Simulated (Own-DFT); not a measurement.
# Layers held on the lattice of the host: Ge in Si

Everything here is calculated. The program is Own-DFT (plane waves, in-house, since retired, never reviewed by a person); positions were held fixed, and spin and spin-orbit coupling were off.

Method: PBE; PseudoDojo norm-conserving scalar-relativistic files; cutoff 42 hartree; 3 x 3 x 2 k mesh centred on Gamma; Fermi-Dirac smearing of 0.1 eV.

Keep in mind: forces on such cells moved up to 12 meV/angstrom on a denser k mesh; stress not checked against mesh or cutoff.

One cell of 96 atoms is used throughout, with vectors in Å (10.862, 0.000, 0.000); (0.000, 10.862, 0.000); (0.000, 0.000, 16.293). Some planes normal to z hold Ge in place of Si, either as pure planes or mixed at random through a layer; x is the share of Ge among all Ge and Si sites. u is the rms random offset of the atoms per axis. Stress is positive in tension.

```
    x        layer   u (Å)  (s_xx + s_yy)/2 (GPa)  s_zz (GPa)
0.125  mixed layer  0.0323                  -3.83       -3.85
0.125  mixed layer  0.0278                  -3.75       -3.79
0.167  pure planes  0.0301                  -4.41       -4.42
0.167  pure planes  0.0294                  -4.38       -4.37
0.188  mixed layer  0.0609                  -5.37       -5.50
0.188  mixed layer  0.0307                  -4.67       -4.64
0.250  mixed layer  0.0312                      ?           ?
0.500  pure planes  0.0296                  -9.15       -9.14
0.500  pure planes  0.0318                  -9.23       -9.25
```

## Worked fit

In the plane: -1.77 - 14.4 x - 245 u² GPa (slope in x ± 0.05, scatter 0.02). Along z: -1.75 - 14.3 x - 287 u² GPa (± 0.1, scatter 0.04). The two slopes nearly agree: every atom sits on the host's lattice on all three axes, so the larger Ge atoms are squeezed alike in all directions, and the layering hardly shows. The constants are the stress of this functional at the host's measured lattice. A real film keeps the in-plane spacing but grows in height until s_zz vanishes, which relieves part of the in-plane stress too.

## The run left out

Question: what are the two stresses at x = 0.250?

The fitted form gives -5.6 and -5.6 GPa. The calculation gave -5.53 and -5.58 GPa. The miss is larger than the scatter suggests: chance, or a term that the fit lacks.
